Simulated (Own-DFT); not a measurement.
# What random displacements cost in 3C SiC, 64 atoms (C32Si32)

Calculated results; nothing here was measured. The program, named Own-DFT, is a retired in-house plane-wave density functional code that no person has reviewed. Each row is one single-point run on a periodic cell that was not relaxed, without spin or spin-orbit coupling.

Settings of every run: PBE; PseudoDojo norm-conserving scalar-relativistic files; cutoff 42 hartree; 4 x 4 x 4 k mesh centred on Gamma; Fermi-Dirac smearing of 0.1 eV.

Known limits, some of them of some rows only: some atoms lie very close together; forces on such cells passed a denser k mesh, each cell not checked; stress not checked against mesh or cutoff.

Cell vectors in Å: (8.719, 0.000, 0.000); (0.000, 8.719, 0.000); (0.000, 0.000, 8.719). In each run every atom was moved at random and independently from its ideal site; u is the rms move along one axis. E is the free energy for each atom above the fitted value at u = 0, and F the rms of the force components.

| run | u (Å) | E (meV/atom) | F (eV/Å) | largest force (eV/Å) | P (GPa) |
|---|---|---|---|---|---|
| 1 | 0.0296 | 32.5 | 0.805 | 2.53 | 3.69 |
| 2 | 0.0309 | ? | ? | ? | ? |
| 3 | 0.0609 | 144.1 | 1.837 | 7.08 | 6.85 |
| 4 | 0.0611 | 148.3 | 1.899 | 7.18 | 6.35 |
| 5 | 0.0644 | 150.5 | 1.866 | 7.11 | 6.56 |
| 6 | 0.0977 | 336.1 | 3.029 | 13.68 | 10.61 |
| 7 | 0.1010 | 401.4 | 3.467 | 13.55 | 12.74 |
| 8 | 0.1339 | 686.9 | 4.947 | 25.68 | 18.87 |

## Worked fit

For small independent moves the energy grows as E = (3/2) K u², with K the mean stiffness felt by one atom. The runs with u up to 0.11 Å give K = 25.2 ± 0.8 eV/Å², with residuals divided by u² + 0.0006 Å², since the noise grows with the moves. The scatter is 5.7 meV/atom at u = 0.05 Å. The forces follow F = G u with G = 30.5 eV/Å²; no force at u = 0 is resolved. G exceeds K because the moves of its neighbours add to the force on an atom, and stiffness differs between atoms. The pressure follows P = 3.09 + 876 u² GPa: at fixed volume, shortened bonds push harder than stretched ones pull.

## Withheld run

Question: what energy and rms force should run 2 give?

The fit gives 36 ± 3 meV/atom and about 0.94 eV/Å. The calculation gave 34.5 meV/atom and 0.849 eV/Å.
